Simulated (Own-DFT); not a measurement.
# Strain and stress in wurtzite AlN, 128 atoms (Al64N64)

These are calculations, not measurements. They come from Own-DFT, an in-house plane-wave density functional program, since retired, whose code no person has reviewed. Each row is one single-point run on a periodic cell that was not relaxed, without spin or spin-orbit coupling.

Settings of every run: PBE; PseudoDojo norm-conserving scalar-relativistic files; cutoff 42 hartree; 3 x 3 x 3 k mesh centred on Gamma; Gaussian smearing of 0.01 eV.

Known limits: k mesh not checked against a denser one; stress not checked against mesh or cutoff.

Unstrained cell vectors in Å: (12.448, 0.000, 0.000); (-6.224, 10.780, 0.000); (0.000, 0.000, 9.964). The unstrained cell has measured lattice constants (interpolated for alloys), not those of this functional. That, the random moves and any unrelaxed bonds set the pressure at no strain. Each run strains this cell uniformly, with the atoms carried along. Every atom was also moved at random, by a Gaussian of width 0.05 Å on each axis. Strain is the symmetric tensor, in per cent. Stress is positive in tension, and the pressure is minus a third of its trace.

```
run,e_xx (%),e_yy (%),e_zz (%),s_xx (GPa),s_yy (GPa),s_zz (GPa),P (GPa),E (meV/atom)
1,0.00,0.00,1.75,-4.37,-3.88,2.36,1.97,5.5
2,0.00,0.00,3.00,-4.39,-2.66,7.56,-0.17,3.3
3,0.00,0.00,-1.00,-4.77,-7.08,-11.29,7.71,15.8
4,0.00,0.00,-1.75,-7.66,-7.41,-15.14,10.07,41.2
5,0.00,0.00,2.00,-3.75,-4.85,3.56,1.68,0.0
6,0.00,0.00,-2.00,-7.92,-7.67,-15.11,10.23,36.2
7,0.00,0.00,-0.50,-6.17,-7.07,-6.24,6.49,7.8
8,0.00,0.00,1.50,-3.46,-5.21,0.63,2.68,3.7
9,0.00,0.00,-0.75,?,?,?,?,?
```

E is the free energy for each atom above the lowest run shown.

## Worked fit

The change of volume is close to e_xx + e_yy + e_zz. A straight line through the runs shown gives P = 5.88 - 212 x (fractional change of volume) GPa, with an error of 7 on the slope and a scatter of 0.33 GPa. The strain isn't the same on all axes and the cell isn't cubic, so the slope belongs to this path and is not the bulk modulus.

## Withheld run

Question: what pressure should run 9 give? Its volume changes by -0.75 %.

The line gives 7.5 GPa. The calculation gave 7.23 GPa.
